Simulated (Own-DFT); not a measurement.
# Shaking the atoms of beta-Si3N4, 42 atoms (N24Si18)

Calculated results; nothing here was measured. They come from Own-DFT, an in-house plane-wave density functional program, since retired, whose code no person has reviewed. Each row is one single-point run on a periodic cell that was not relaxed, without spin or spin-orbit coupling.

Settings of every run: PBEsol; PseudoDojo norm-conserving scalar-relativistic files, made for PBE; cutoff 42 hartree; 3 x 3 x 3 k mesh centred on Gamma; Fermi-Dirac smearing of 0.1 eV.

Known limits, some of them of some rows only: some atoms lie very close together; forces on such cells passed a denser k mesh, each cell not checked; stress not checked against mesh or cutoff.

Cell vectors in Å: (7.606, 0.000, 0.000); (-3.803, 6.587, 0.000); (0.000, 0.000, 8.727). In each run every atom was moved at random and independently from its ideal site; u is the rms move along one axis. E is the free energy for each atom above the fitted value at u = 0, and F the rms of the force components.

| run | u (Å) | E (meV/atom) | F (eV/Å) | largest force (eV/Å) | P (GPa) |
|---|---|---|---|---|---|
| 1 | 0.0180 | 16.2 | 0.789 | 2.68 | 3.02 |
| 2 | 0.0201 | ? | ? | ? | ? |
| 3 | 0.0217 | 23.1 | 0.942 | 3.90 | 3.19 |
| 4 | 0.0429 | 74.4 | 1.620 | 4.78 | 4.77 |
| 5 | 0.0462 | 103.8 | 1.975 | 6.03 | 5.15 |
| 6 | 0.0512 | 140.0 | 2.281 | 8.51 | 7.05 |
| 7 | 0.0842 | 311.8 | 3.295 | 14.24 | 11.10 |
| 8 | 0.0985 | 506.9 | 5.783 | 36.09 | 15.06 |
| 9 | 0.1506 | 1407.3 | 11.847 | 55.99 | 43.57 |

## Worked fit

For small independent moves the energy grows as E = (3/2) K u², with K the mean stiffness felt by one atom. The runs with u up to 0.11 Å give K = 32.1 ± 1.7 eV/Å², with residuals divided by u² + 0.0006 Å², since the noise grows with the moves. The scatter is 12.5 meV/atom at u = 0.05 Å. The forces follow F = G u with G = 44.7 eV/Å²; no force at u = 0 is resolved. G exceeds K because the moves of its neighbours add to the force on an atom, and stiffness differs between atoms. At u = 0.151 Å the parabola gives 1091 meV/atom and the run 1407. The pressure follows P = 2.72 + 1252 u² GPa: at fixed volume, shortened bonds push harder than stretched ones pull.

## Withheld run

Question: what energy and rms force should run 2 give?

The fit gives 19 ± 4 meV/atom and about 0.90 eV/Å. The calculation gave 23.9 meV/atom and 0.950 eV/Å.
